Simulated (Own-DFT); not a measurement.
GaP (zincblende, atoms displaced) (calculated)

All values are calculated (Own-DFT development build). A calculation, not a measurement: plane-wave PBE density functional theory by an unreviewed code, no spin, of a simulated periodic cell, stress positive in tension, free energy of the whole cell less one offset for each atom, forces on such cells passed a denser k mesh, this cell's mesh not checked; offsets are fitted by least squares, one for each functional and potential file, so energies compare only between cells with the same atoms and settings and are not formation energies; the far tail of each file's local potential was reset to the Coulomb form; each entry is a single point on an unrelaxed cell, so the pressure reflects the starting lattice, mostly measured values (interpolated for alloys), from which strain is counted, and rises with the displacements; printed positions are rounded, which can move forces by about a meV/angstrom; the program, named Own-DFT, is a retired in-house code; no spin-orbit coupling.

## GaP (zincblende, atoms displaced)

```cif
# cell vector a (Å): 16.3515 0.0000 0.0000
# cell vector b (Å): 0.0000 10.9010 0.0000
# cell vector c (Å): 0.0000 0.0000 10.9010
data_GaP
_symmetry_space_group_name_H-M 'P 1'
_symmetry_Int_Tables_number 1
_cell_length_a 16.3515
_cell_length_b 10.9010
_cell_length_c 10.9010
_cell_angle_alpha 90.000
_cell_angle_beta 90.000
_cell_angle_gamma 90.000
_cell_volume 1943.08
loop_
_atom_site_label
_atom_site_type_symbol
_atom_site_fract_x
_atom_site_fract_y
_atom_site_fract_z
_atom_site_occupancy
Ga1 Ga 0.00081 0.99064 0.99437 1
Ga2 Ga 0.97912 0.24370 0.25201 1
Ga3 Ga 0.17028 0.00988 0.22209 1
Ga4 Ga 0.17022 0.24208 0.02629 1
P1 P 0.07638 0.15871 0.11932 1
P2 P 0.09562 0.37750 0.38868 1
P3 P 0.25365 0.12435 0.37165 1
P4 P 0.26677 0.37433 0.13379 1
Ga5 Ga 0.00703 0.00245 0.50022 1
Ga6 Ga 0.99566 0.25400 0.76149 1
Ga7 Ga 0.17063 0.99324 0.75111 1
Ga8 Ga 0.16735 0.24656 0.49674 1
P5 P 0.07999 0.13610 0.59983 1
P6 P 0.07454 0.39084 0.87866 1
P7 P 0.24499 0.13111 0.88930 1
P8 P 0.21464 0.36809 0.61761 1
Ga9 Ga 0.00394 0.51310 0.00665 1
Ga10 Ga 0.98947 0.74586 0.24121 1
Ga11 Ga 0.15748 0.52343 0.26272 1
Ga12 Ga 0.15797 0.76238 0.98283 1
P9 P 0.08193 0.62509 0.12345 1
P10 P 0.07802 0.86713 0.37123 1
P11 P 0.26202 0.65693 0.37521 1
P12 P 0.25951 0.89468 0.10582 1
Ga13 Ga 0.99075 0.49811 0.46616 1
Ga14 Ga 0.00730 0.76076 0.73767 1
Ga15 Ga 0.14869 0.51151 0.74093 1
Ga16 Ga 0.17081 0.76830 0.48187 1
P13 P 0.08594 0.63559 0.60422 1
P14 P 0.09188 0.88762 0.89628 1
P15 P 0.24880 0.61940 0.84799 1
P16 P 0.24888 0.88215 0.64412 1
Ga17 Ga 0.32188 0.00838 0.99158 1
Ga18 Ga 0.32979 0.25743 0.25833 1
Ga19 Ga 0.49792 0.99291 0.25353 1
Ga20 Ga 0.50375 0.25661 0.01054 1
P17 P 0.41967 0.13680 0.14208 1
P18 P 0.41371 0.38172 0.38489 1
P19 P 0.56471 0.14812 0.38662 1
P20 P 0.58142 0.38987 0.14090 1
Ga21 Ga 0.33806 0.01516 0.49164 1
Ga22 Ga 0.33414 0.24427 0.73387 1
Ga23 Ga 0.50494 0.99585 0.76056 1
Ga24 Ga 0.48895 0.26244 0.46373 1
P21 P 0.41583 0.12627 0.61385 1
P22 P 0.39098 0.36338 0.88032 1
P23 P 0.58829 0.10837 0.87725 1
P24 P 0.59317 0.39053 0.61961 1
Ga25 Ga 0.34703 0.48717 0.99750 1
Ga26 Ga 0.34339 0.75421 0.25362 1
Ga27 Ga 0.50317 0.49130 0.27195 1
Ga28 Ga 0.49468 0.73970 0.99204 1
P25 P 0.39909 0.64148 0.14827 1
P26 P 0.41910 0.87774 0.35544 1
P27 P 0.58592 0.62858 0.37307 1
P28 P 0.58676 0.87718 0.14136 1
Ga29 Ga 0.32433 0.51989 0.49700 1
Ga30 Ga 0.33765 0.75661 0.73735 1
Ga31 Ga 0.50224 0.49267 0.75114 1
Ga32 Ga 0.51032 0.73996 0.49557 1
P29 P 0.41889 0.60228 0.63928 1
P30 P 0.40183 0.86374 0.87188 1
P31 P 0.60594 0.62909 0.87729 1
P32 P 0.59214 0.86276 0.61930 1
Ga33 Ga 0.67040 0.99752 0.99411 1
Ga34 Ga 0.67235 0.25200 0.27324 1
Ga35 Ga 0.83265 0.99410 0.23135 1
Ga36 Ga 0.83165 0.25986 0.99898 1
P33 P 0.74178 0.14381 0.12279 1
P34 P 0.76337 0.36309 0.35028 1
P35 P 0.90597 0.10203 0.36981 1
P36 P 0.91314 0.38317 0.12757 1
Ga37 Ga 0.66389 0.01497 0.50096 1
Ga38 Ga 0.66853 0.27167 0.75970 1
Ga39 Ga 0.82904 0.95914 0.75824 1
Ga40 Ga 0.82657 0.22590 0.50863 1
P37 P 0.74120 0.14860 0.63827 1
P38 P 0.76258 0.39706 0.87569 1
P39 P 0.91423 0.15400 0.86876 1
P40 P 0.91932 0.36557 0.61781 1
Ga41 Ga 0.66848 0.49991 0.99614 1
Ga42 Ga 0.66552 0.75196 0.26713 1
Ga43 Ga 0.83663 0.48962 0.25876 1
Ga44 Ga 0.83343 0.73248 0.97997 1
P41 P 0.75082 0.61193 0.12580 1
P42 P 0.76120 0.88279 0.37969 1
P43 P 0.90945 0.61195 0.36302 1
P44 P 0.93081 0.88982 0.12581 1
Ga45 Ga 0.65919 0.47480 0.50745 1
Ga46 Ga 0.67135 0.75166 0.75873 1
Ga47 Ga 0.82700 0.50763 0.73638 1
Ga48 Ga 0.83631 0.75874 0.47033 1
P45 P 0.76013 0.62580 0.60739 1
P46 P 0.73840 0.88268 0.89556 1
P47 P 0.91223 0.62426 0.87712 1
P48 P 0.93812 0.86568 0.62166 1
```

| Property | Result |
| --- | --- |
| functional | PBE |
| potential files | PseudoDojo norm-conserving, scalar-relativistic, standard set |
| wave cutoff | 42 hartree |
| occupations | Fermi-Dirac |
| smearing width | 0.1 eV |
| hardware | one NVIDIA H200 |
| k mesh | 2 x 3 x 3 centred on Gamma |
| free energy of cell above offsets | -19.250 eV |
| pressure | 7.85 GPa |
| stress xx | -7.5 GPa |
| stress yy | -8.42 GPa |
| stress zz | -7.63 GPa |
| stress yz | 0.55 GPa |
| stress xz | 1.4 GPa |
| stress xy | 1.4 GPa |
| wall time | 976 s |

Force:
```csv
element,x (eV/Å),y (eV/Å),z (eV/Å)
Ga,-0.249,3.99,-0.371
Ga,1.282,0.646,0.56
Ga,-1.004,0.224,0.956
Ga,2.297,3.326,-2
P,-2.416,-3.681,1.952
P,-2.456,0.916,-2.529
P,-1.43,0.151,-0.327
P,-3.142,1.954,-1.009
Ga,-0.854,-0.53,-1.407
Ga,2.439,1.717,-2.493
Ga,-1.68,2.746,1.164
Ga,0.141,-3.027,-2.812
P,-0.083,-0.677,3.613
P,1.332,-1.092,-0.061
P,-0.55,0.954,-2.969
P,5.194,3.073,3.013
Ga,-1.822,-1.25,-0.569
Ga,1.215,-0.562,0.668
Ga,2.068,-1.2,0.147
Ga,4.606,-4.695,2.961
P,0.763,2.182,0.279
P,0.087,1.257,-1.59
P,-2.244,-1.548,0.023
P,-2.803,-4.25,3.325
Ga,1.97,-1.359,3.229
Ga,2.245,-2.772,3.293
Ga,0.318,-0.383,0.474
Ga,0.195,0.017,2.182
P,-1.111,0.119,-0.51
P,-2.963,2.169,-5.058
P,0.029,0.471,1.779
P,1.344,-0.72,-4.008
Ga,4.148,1.695,-0.887
Ga,1.548,-1.187,0.757
Ga,1.334,2.54,-1.38
Ga,-0.558,-0.501,-0.185
P,-0.252,-0.973,-1.326
P,-3.971,3.555,-1.794
P,5.865,-5.505,-3.499
P,1.223,-1.242,-1.714
Ga,-0.698,-2.168,0.103
Ga,-2.609,0.326,-0.107
Ga,-1.295,-1.149,-1.476
Ga,-0.634,0.473,6.846
P,2.083,0.538,0.97
P,5.505,-2.73,-3.065
P,-0.671,3.188,-0.061
P,-6.507,-5.639,6.028
Ga,-3.233,4.796,3.318
Ga,-4.337,5.306,1.484
Ga,-1.152,1.879,-0.943
Ga,0.278,0.336,1.122
P,5.891,-6.702,-6.446
P,-0.074,-0.228,4.512
P,0.499,-2.317,0.766
P,0.08,-0.162,-1.657
Ga,-0.018,-1.797,1.399
Ga,-0.847,-2.402,-0.553
Ga,0.783,-0.601,1.733
Ga,-2.078,0.629,1.062
P,-0.798,2.639,-2.054
P,2.683,2.042,1.322
P,-4.444,-0.666,0.141
P,-0.716,1.2,0.571
Ga,-2.697,3.041,4.813
Ga,-3.072,-1.07,-1.796
Ga,-0.916,0.65,-0.566
Ga,0.125,0.198,0.613
P,0.607,-1.705,-0.487
P,-1.025,-0.372,5.107
P,0.886,0.963,1.289
P,0.911,-0.283,-0.835
Ga,-0.022,0.327,0.654
Ga,-0.424,-0.035,0.849
Ga,1.236,2.433,-1.119
Ga,1.781,1.644,-1.438
P,-0.032,-3.473,0.098
P,-1.954,-1.498,0.422
P,-1.77,-4.85,1.743
P,-0.782,0.917,-0.491
Ga,0.451,-0.941,1.789
Ga,1.77,0.282,-1.56
Ga,-0.824,1.319,-3.232
Ga,-2.092,2.262,3.171
P,0.368,1.548,0.884
P,-3.218,2.091,-1.894
P,0.466,3.214,-0.132
P,-2.676,-1.642,-0.269
Ga,6.718,5.894,-6.875
Ga,1.395,0.544,-2.4
Ga,2.423,-0.416,-0.571
Ga,2.157,-2.254,3.268
P,-1.694,1.185,-0.249
P,4.004,-4.396,-2.905
P,2.853,-1.074,-2.73
P,-4.696,2.16,-2.042
```
